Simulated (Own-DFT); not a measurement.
# Computed records: AlN (wurtzite, strained, atoms displaced)

A calculation, not a measurement: plane-wave PBE density functional theory by an unreviewed code, no spin, of a simulated periodic cell, stress positive in tension, free energy of the whole cell less one offset for each atom, forces on such cells passed a denser k mesh, this cell's mesh not checked; offsets are fitted by least squares, one for each functional and potential file, so energies compare only between cells with the same atoms and settings and are not formation energies; the far tail of each file's local potential was reset to the Coulomb form; each entry is a single point on an unrelaxed cell, so the pressure reflects the starting lattice, mostly measured values (interpolated for alloys), from which strain is counted, and rises with the displacements; printed positions are rounded, which can move forces by about a meV/angstrom; the program, named Own-DFT, is a retired in-house code; no spin-orbit coupling. Program: Own-DFT development build.

Common to all runs: functional PBE; potential files PseudoDojo norm-conserving, scalar-relativistic, standard set; wave cutoff 42 hartree; occupations Fermi-Dirac; smearing width 0.1 eV; hardware one NVIDIA H100; k mesh 2 x 2 x 2 centred on Gamma.

(1) AlN (wurtzite, strained, atoms displaced)

```
AlN
1.0
     12.3544     0.1455    -0.1944
     -6.0512    10.6278     0.1249
     -0.1556     0.0256     9.9851
Al N Al N Al N Al N Al N Al N Al N Al N Al N Al N Al N Al N Al N Al N Al N Al N Al N Al N Al N Al N Al N Al N Al N Al N Al N Al N Al N Al N Al N Al N Al N Al N
2 2 2 2 2 2 2 2 2 2 2 2 2 2 2 2 2 2 2 2 2 2 2 2 2 2 2 2 2 2 2 2 2 2 2 2 2 2 2 2 2 2 2 2 2 2 2 2 2 2 2 2 2 2 2 2 2 2 2 2 2 2 2 2
Direct
  0.07710 0.15855 0.99391
  0.16519 0.08274 0.24548
  0.08598 0.17167 0.18475
  0.16962 0.08166 0.44410
  0.09078 0.16830 0.50592
  0.17448 0.08838 0.75096
  0.09664 0.17373 0.68112
  0.16258 0.08087 0.93952
  0.08199 0.41239 0.99491
  0.17308 0.33393 0.25512
  0.08124 0.41148 0.19567
  0.16588 0.33116 0.44047
  0.08061 0.41276 0.50311
  0.17060 0.32953 0.76749
  0.08613 0.41970 0.68668
  0.16646 0.34185 0.93144
  0.08199 0.66402 0.00537
  0.17211 0.58304 0.25240
  0.08845 0.66474 0.20133
  0.16169 0.57940 0.44005
  0.08786 0.67159 0.50354
  0.16241 0.58385 0.74561
  0.09283 0.67015 0.69773
  0.16098 0.58104 0.93806
  0.07796 0.91872 0.00088
  0.17272 0.83572 0.24842
  0.08584 0.92015 0.19336
  0.16614 0.83050 0.44273
  0.08880 0.91967 0.49782
  0.16955 0.83635 0.74219
  0.08037 0.91721 0.68216
  0.16694 0.83268 0.94403
  0.33819 0.16831 0.00908
  0.41543 0.07983 0.25138
  0.32526 0.16230 0.18903
  0.41331 0.07836 0.43783
  0.33426 0.16211 0.50693
  0.41978 0.08384 0.74359
  0.33821 0.17812 0.68616
  0.41890 0.08887 0.93610
  0.34000 0.42039 0.98789
  0.42075 0.33455 0.24762
  0.32619 0.41741 0.19683
  0.41942 0.34855 0.43755
  0.33098 0.41361 0.50283
  0.41016 0.32471 0.74800
  0.33208 0.41861 0.68722
  0.42146 0.33418 0.93632
  0.32860 0.66356 0.99978
  0.42119 0.59057 0.24580
  0.32991 0.66213 0.19227
  0.41312 0.57499 0.44799
  0.32732 0.65381 0.51076
  0.42237 0.58458 0.75131
  0.32798 0.66549 0.69666
  0.41091 0.58170 0.94314
  0.33361 0.91777 0.99859
  0.41831 0.82864 0.25837
  0.32615 0.91112 0.19711
  0.41509 0.83349 0.43137
  0.33519 0.90917 0.50160
  0.41366 0.83242 0.74564
  0.32352 0.90526 0.69814
  0.41819 0.83934 0.94390
  0.58084 0.16494 0.99965
  0.66795 0.08619 0.24289
  0.58771 0.17014 0.19282
  0.67395 0.08764 0.44794
  0.58258 0.16591 0.50045
  0.65681 0.07704 0.74815
  0.57847 0.16557 0.69405
  0.66062 0.08455 0.93805
  0.57896 0.41061 0.99837
  0.66633 0.32808 0.24925
  0.58116 0.41521 0.19483
  0.66295 0.34022 0.43250
  0.58256 0.42611 0.49438
  0.67190 0.33528 0.74971
  0.57368 0.41166 0.69593
  0.67163 0.34155 0.94752
  0.57657 0.66541 0.00883
  0.66491 0.57805 0.25969
  0.57789 0.66758 0.19845
  0.66603 0.58194 0.43973
  0.58273 0.66546 0.51099
  0.66417 0.57581 0.74114
  0.58494 0.66158 0.69477
  0.67175 0.58621 0.93486
  0.58091 0.91507 0.00370
  0.67332 0.83692 0.25436
  0.58555 0.90996 0.18670
  0.66936 0.83403 0.44283
  0.58469 0.92412 0.49386
  0.66669 0.82627 0.74508
  0.58296 0.91735 0.67624
  0.66278 0.83164 0.94352
  0.83294 0.17109 0.01501
  0.91766 0.07162 0.24404
  0.83095 0.16260 0.18976
  0.91641 0.08168 0.43628
  0.84129 0.17115 0.49575
  0.91672 0.08188 0.74692
  0.83615 0.17033 0.69464
  0.91831 0.08514 0.94074
  0.83564 0.41773 0.00564
  0.91896 0.33218 0.25192
  0.83579 0.42010 0.19829
  0.91705 0.33511 0.44260
  0.83747 0.41855 0.50754
  0.91277 0.33360 0.73559
  0.82924 0.41135 0.69242
  0.91822 0.33265 0.93772
  0.83413 0.66612 0.00714
  0.91430 0.58559 0.25160
  0.83102 0.66672 0.18583
  0.91201 0.59104 0.44334
  0.83889 0.66803 0.49605
  0.91190 0.58010 0.74516
  0.83173 0.66613 0.68311
  0.91802 0.58535 0.94106
  0.83940 0.92186 0.00402
  0.91962 0.83248 0.25437
  0.83586 0.91440 0.19386
  0.91311 0.83251 0.43098
  0.83149 0.91896 0.50110
  0.92118 0.83551 0.75536
  0.83473 0.91345 0.68857
  0.91240 0.83404 0.94059
```

| Property | Result |
| --- | --- |
| free energy of cell above offsets | -51.238 eV |
| pressure | 8.84 GPa |
| stress xx | -9.98 GPa |
| stress yy | -9.24 GPa |
| stress zz | -7.29 GPa |
| stress yz | 0.05 GPa |
| stress xz | -2.62 GPa |
| stress xy | 4.05 GPa |
| wall time | 366.6 s |

Force:
```csv
element,x (eV/Å),y (eV/Å),z (eV/Å)
Al,0.599,2.58,1.145
Al,-0.247,0.54,1.297
N,-0.344,-1.351,0.026
N,0.08,0.848,-1.092
Al,-0.885,-0.324,-2.632
Al,-0.369,-1.187,-0.421
N,-1.638,-0.902,3.429
N,1.299,0.949,-0.435
Al,-1.107,1.218,1.523
Al,-1.748,-0.516,-0.26
N,0.009,0.606,-0.971
N,-0.103,-0.038,0.381
Al,0.997,0.459,-0.668
Al,-0.757,1.126,-6.888
N,-0.632,-1.029,0.875
N,2.03,-1.881,4.713
Al,0.128,0.485,-0.096
Al,-0.58,-1.54,0.287
N,-2.042,0.543,-1.267
N,0.648,0.431,0.862
Al,-0.53,-1.52,-0.216
Al,2.413,-1.73,1.893
N,-4.129,0.29,-2.124
N,0.86,0.093,0.377
Al,1.588,-1.16,0.17
Al,-1.804,-1.551,0.947
N,-0.536,-1.066,-0.581
N,0.511,1.231,-0.29
Al,-1.26,-1.208,-0.562
Al,-2.307,-1.276,2.418
N,0.669,0.6,1.423
N,-0.864,0.532,-0.517
Al,-1.149,-0.299,-1.819
Al,-0.143,-0.015,-0.32
N,1.745,0.969,0.856
N,0.695,0.271,1.28
Al,-0.542,1.665,-2.408
Al,-1.353,-0.596,1.188
N,0.533,-4.92,0.237
N,-0.366,-0.791,0.338
Al,-1.43,-1.523,2.347
Al,-1.932,0.024,0.876
N,2.795,0.876,-2.274
N,1.581,-3.279,-0.243
Al,-1.046,-0.041,-0.129
Al,0.213,4.428,0.787
N,0.22,-0.426,1.95
N,-1.493,-1.174,0.445
Al,-0.933,0.689,-0.004
Al,-0.603,-2.694,2.044
N,-0.041,1.491,-0.724
N,0.024,2.41,-0.621
Al,-0.169,0.815,-1.356
Al,-1.124,-0.64,0.055
N,1.288,0.193,-0.322
N,1.112,1.231,-0.783
Al,-0.74,0.017,0.591
Al,-0.349,0.048,-3.376
N,2.756,1.856,-1.568
N,1.169,-0.823,3.423
Al,-1.57,0.491,-0.168
Al,1.787,-0.443,1.504
N,1.492,3.672,-2.306
N,0.332,-1.408,-0.879
Al,0.118,1.336,-0.127
Al,0.997,-1.584,1.485
N,-1.655,-1.713,-0.95
N,-0.982,0.549,-1.836
Al,-0.092,1.159,-0.409
Al,2.116,0.793,0.373
N,0.652,0.72,-1.266
N,1.466,-0.483,0.614
Al,0.841,2.823,0.507
Al,0.011,2.293,0.247
N,0.367,-0.14,-1.379
N,1.396,-1.139,2.086
Al,0.353,-2.614,1.388
Al,-2.092,-0.608,1.122
N,1.569,-0.085,-1.502
N,0.601,-1.983,-1.028
Al,1.74,0.158,-0.985
Al,-0.37,0.946,-1.973
N,2.189,0.435,-0.712
N,0.095,2.357,1.086
Al,-0.343,-0.018,-2.197
Al,1.209,0.587,2.104
N,-1.297,0.734,-0.463
N,-1.295,-0.742,0.948
Al,0.355,0.357,-1.074
Al,0.148,-1.19,0.103
N,-1.636,1.584,1.569
N,-1.037,-0.34,0.169
Al,0.702,-1.621,-0.448
Al,-0.253,1.442,1.218
N,-0.534,-1.03,2.049
N,0.691,0.449,-0.692
Al,0.074,-0.307,-4.342
Al,-0.177,3.261,1.341
N,0.29,0.192,2.109
N,0.873,0.59,0.255
Al,-0.327,-0.891,1.068
Al,0.386,0.43,0.166
N,-0.713,-1.582,-1.379
N,-1.242,-0.422,-0.308
Al,0.472,0.404,-0.201
Al,0.182,0.421,0.05
N,-0.253,-0.886,-0.727
N,-0.197,0.052,-0.087
Al,-1.738,0.28,-2.299
Al,3.145,-0.244,2.784
N,-0.967,1.714,-0.887
N,-0.97,-0.161,0.12
Al,-0.708,-0.244,-2.237
Al,1.53,0.021,0.445
N,-0.409,0.115,1.973
N,4.324,-2.474,-0.648
Al,-3.56,1.735,1.122
Al,1.118,1.161,1.254
N,-0.027,0.202,0.703
N,-0.11,-0.322,-0.224
Al,-1.738,-1.322,-0.57
Al,0.463,-0.37,-1.45
N,-0.5,-0.893,-1.266
N,0.663,0.649,2.422
Al,1.236,-0.42,-0.327
Al,-0.115,-1.028,-1.011
N,-0.792,0.607,0.387
N,1.046,-0.021,0.37
```

(2) AlN (wurtzite, strained, atoms displaced)

```
AlN
1.0
     12.6354     0.0559     0.1635
     -6.2693    10.8123    -0.0572
      0.1309     0.0227     9.9507
Al N Al N Al N Al N Al N Al N Al N Al N Al N Al N Al N Al N Al N Al N Al N Al N Al N Al N Al N Al N Al N Al N Al N Al N Al N Al N Al N Al N Al N Al N Al N Al N
2 2 2 2 2 2 2 2 2 2 2 2 2 2 2 2 2 2 2 2 2 2 2 2 2 2 2 2 2 2 2 2 2 2 2 2 2 2 2 2 2 2 2 2 2 2 2 2 2 2 2 2 2 2 2 2 2 2 2 2 2 2 2 2
Direct
  0.07582 0.16535 0.99668
  0.16534 0.08439 0.24888
  0.07367 0.16821 0.19037
  0.16335 0.07445 0.44332
  0.09121 0.17486 0.50590
  0.16948 0.08089 0.74683
  0.08442 0.16819 0.68342
  0.17227 0.08161 0.93315
  0.08548 0.41741 0.00599
  0.16740 0.33729 0.24202
  0.08461 0.41533 0.19342
  0.16572 0.33760 0.43460
  0.07650 0.41586 0.50090
  0.17130 0.33460 0.75408
  0.07969 0.41102 0.69720
  0.15771 0.32614 0.93668
  0.08094 0.67358 0.99105
  0.15612 0.57840 0.24668
  0.08530 0.66922 0.18955
  0.16299 0.57741 0.43909
  0.08204 0.66816 0.49809
  0.16425 0.58792 0.74332
  0.08098 0.67280 0.69340
  0.16222 0.58147 0.94265
  0.08374 0.91042 0.99901
  0.15958 0.82908 0.25615
  0.08613 0.92149 0.19755
  0.15301 0.82099 0.44339
  0.08844 0.91581 0.50192
  0.16738 0.83138 0.74849
  0.08234 0.91198 0.69813
  0.16890 0.83605 0.94511
  0.33831 0.16561 0.00073
  0.40920 0.07736 0.24512
  0.32641 0.16674 0.19392
  0.41059 0.08499 0.43636
  0.33465 0.15963 0.50568
  0.41623 0.08460 0.75000
  0.32584 0.16019 0.68008
  0.41225 0.09074 0.94355
  0.33367 0.42783 0.99705
  0.42262 0.34100 0.25345
  0.33901 0.41454 0.19447
  0.42035 0.33393 0.44066
  0.33377 0.41986 0.49902
  0.41605 0.32790 0.75199
  0.33454 0.41488 0.69138
  0.41607 0.33543 0.93391
  0.33068 0.65537 0.99019
  0.41500 0.57568 0.24776
  0.33248 0.66722 0.20487
  0.41858 0.58459 0.43874
  0.34159 0.67322 0.50220
  0.41785 0.58368 0.75842
  0.32876 0.66299 0.69400
  0.41282 0.58279 0.94373
  0.33085 0.90638 0.00444
  0.41343 0.82740 0.26511
  0.33162 0.91184 0.19954
  0.41914 0.83253 0.44571
  0.32971 0.91347 0.49469
  0.41940 0.83189 0.75199
  0.33951 0.93212 0.69777
  0.41112 0.83070 0.93772
  0.58066 0.16261 0.00395
  0.67164 0.08434 0.24985
  0.57867 0.15116 0.18918
  0.66780 0.08829 0.44972
  0.58221 0.16854 0.50577
  0.66023 0.07037 0.75709
  0.57932 0.17105 0.69453
  0.66217 0.08595 0.94137
  0.57903 0.41087 0.99240
  0.66504 0.33181 0.25739
  0.58113 0.41543 0.18632
  0.67075 0.33728 0.43855
  0.58035 0.41610 0.50734
  0.66871 0.33284 0.75138
  0.58731 0.41716 0.69551
  0.66702 0.33339 0.94064
  0.57858 0.66631 0.00190
  0.67437 0.58637 0.25067
  0.58208 0.66777 0.19737
  0.66743 0.58442 0.43867
  0.57815 0.66813 0.50336
  0.66535 0.58272 0.74032
  0.58724 0.66985 0.69188
  0.66879 0.58574 0.94344
  0.57446 0.91931 0.99803
  0.65999 0.83444 0.24968
  0.58348 0.92144 0.18800
  0.67111 0.82924 0.44280
  0.58765 0.91630 0.49600
  0.66654 0.82829 0.74830
  0.58408 0.91750 0.68942
  0.66978 0.84122 0.93810
  0.83614 0.16662 0.01233
  0.91801 0.08781 0.26224
  0.83834 0.16356 0.19575
  0.92285 0.08598 0.43531
  0.84590 0.17112 0.49077
  0.91077 0.07956 0.74771
  0.83850 0.17441 0.68654
  0.91244 0.08296 0.94036
  0.83342 0.41880 0.00305
  0.91247 0.32997 0.24145
  0.83467 0.41950 0.19193
  0.92037 0.33647 0.44435
  0.83204 0.41653 0.50203
  0.91583 0.33185 0.75342
  0.83536 0.41867 0.69623
  0.91439 0.32953 0.94501
  0.83290 0.67209 0.00471
  0.91758 0.58107 0.24911
  0.83625 0.66603 0.18900
  0.91740 0.58822 0.43660
  0.82693 0.66039 0.50249
  0.92075 0.57975 0.75188
  0.82894 0.66920 0.70588
  0.91634 0.58645 0.94879
  0.83167 0.91720 0.00853
  0.91318 0.83292 0.25179
  0.83472 0.91537 0.19505
  0.91916 0.83711 0.44302
  0.82502 0.91223 0.50327
  0.91153 0.83613 0.75460
  0.83195 0.91830 0.68634
  0.92526 0.84089 0.94869
```

| Property | Result |
| --- | --- |
| free energy of cell above offsets | -53.403 eV |
| pressure | 1.59 GPa |
| stress xx | 2.02 GPa |
| stress yy | -2.14 GPa |
| stress zz | -4.64 GPa |
| stress yz | 0.04 GPa |
| stress xz | 3.46 GPa |
| stress xy | 1.59 GPa |
| wall time | 389.5 s |

Force:
```csv
element,x (eV/Å),y (eV/Å),z (eV/Å)
Al,1.584,-1.274,0.348
Al,-0.924,0.286,0.642
N,1.865,0.351,-0.512
N,0.205,2.224,-0.176
Al,0.117,-1.211,-2.467
Al,-1.453,-0.328,0.071
N,0.031,-0.363,2.798
N,-1.05,0.381,1.436
Al,-1.201,-0.595,-1.491
Al,0.857,-1.226,1.27
N,-1.139,0.094,-0.79
N,0.798,0.057,0.669
Al,1.724,0.1,0.579
Al,-1.114,-0.726,-1.53
N,0.219,1.559,-0.718
N,1.104,2.166,1.605
Al,0.892,-1.431,1.712
Al,1.468,1.252,0.702
N,-0.701,-0.707,-0.373
N,-0.181,1.752,0.918
Al,0.076,-2.682,0.402
Al,0.085,-1.834,0.817
N,1.306,-1.319,-0.605
N,0.57,0.51,-0.559
Al,-0.483,2.64,0.871
Al,0.194,0.763,-1.014
N,-0.152,-1.548,-1.027
N,2.31,2.779,-0.196
Al,-2.456,-0.499,0.684
Al,-0.33,2.19,0.801
N,-0.412,0.072,-0.794
N,1.078,-0.541,-1.059
Al,-4.159,1.464,1.01
Al,-0.033,1.044,0.387
N,1.597,0.748,-0.533
N,2.763,-1.414,0.039
Al,-2.549,1.321,-2.891
Al,-0.679,2.159,1.064
N,1.54,1.451,3.084
N,4.093,-2.639,-0.572
Al,1.093,-4.681,0.83
Al,0.431,-2.11,-0.226
N,-1.942,0.41,-1.661
N,-0.521,0.013,0.998
Al,-0.11,-0.905,-0.157
Al,-0.408,0.002,-1.417
N,0.237,0.895,0.44
N,-0.364,0.102,1.428
Al,-3.598,2.777,2.456
Al,-0.648,1.789,0.823
N,0.309,-1.493,-1.979
N,-0.065,0.26,0.848
Al,-1.157,-2.658,-0.496
Al,0.018,-0.604,-2.303
N,1.028,0.923,0.059
N,1.917,0.857,-0.758
Al,-1.611,1.754,0.434
Al,-0.044,0.932,-2.778
N,-0.207,-0.729,-0.307
N,-0.02,1.023,1.106
Al,-0.428,0.987,0.851
Al,-1.218,0.752,-1.023
N,0.556,-4.809,-1.798
N,1.403,-0.827,0.406
Al,-1.158,1.16,-0.761
Al,-0.908,-0.307,0.973
N,-0.649,2.139,0.938
N,1.073,-0.691,-1.349
Al,-0.235,-0.241,-0.686
Al,0.253,3.641,-1.394
N,1.052,-0.865,-0.15
N,1.4,-0.793,0.463
Al,0.055,1.304,0.653
Al,-0.402,-0.294,-2.227
N,1.104,0.29,0.463
N,-0.503,-0.492,1.72
Al,0.345,0.139,-1.224
Al,0.027,0.213,0.477
N,-0.709,-0.506,-0.465
N,0.482,-0.341,0.488
Al,1.731,0.762,0.364
Al,-1.171,-0.686,-0.715
N,0.203,-0.287,-0.975
N,-0.561,-0.406,1.265
Al,1.263,-0.991,-1.026
Al,0.296,0.029,2.364
N,-1.38,-1.356,0.019
N,-1.14,-0.161,-0.386
Al,1.402,-0.318,0.336
Al,1.499,-0.033,-0.324
N,-0.062,-1.164,1.005
N,-2.372,0.561,-0.518
Al,-0.334,0.988,0.643
Al,-0.241,1.865,0.623
N,0.265,-1.992,-0.156
N,-0.681,-1.236,0.598
Al,-0.767,-0.294,-2.298
Al,1.156,-1.617,-2.858
N,-1.73,0.426,0.312
N,-0.13,-0.6,3.267
Al,-1.895,-0.33,1.814
Al,0.376,1.757,-0.077
N,-0.493,-2.222,0.277
N,0.205,-0.426,-0.099
Al,-0.254,-0.388,-0.611
Al,0.578,1.044,1.415
N,-0.097,-1.381,0.244
N,-1.306,-0.184,-1.611
Al,0.531,0.403,-0.232
Al,0.166,-0.057,0.229
N,0.059,-0.384,-0.736
N,-0.005,0.721,0.868
Al,0.055,-0.496,-1.274
Al,-0.219,1.143,-0.343
N,-0.137,0.258,0.958
N,0.268,-1.206,1.273
Al,0.456,2.07,0.292
Al,-2.293,1.089,0.946
N,1.479,-0.522,-1.903
N,0.259,-0.212,-1.095
Al,0.357,0.303,-0.653
Al,1.154,0.348,0.547
N,-1.648,0.431,0.324
N,-0.363,-1.084,0.49
Al,2.768,1.25,-1.306
Al,1.49,0.036,-0.104
N,-0.283,-0.569,1.185
N,-1.793,-0.928,-0.655
```
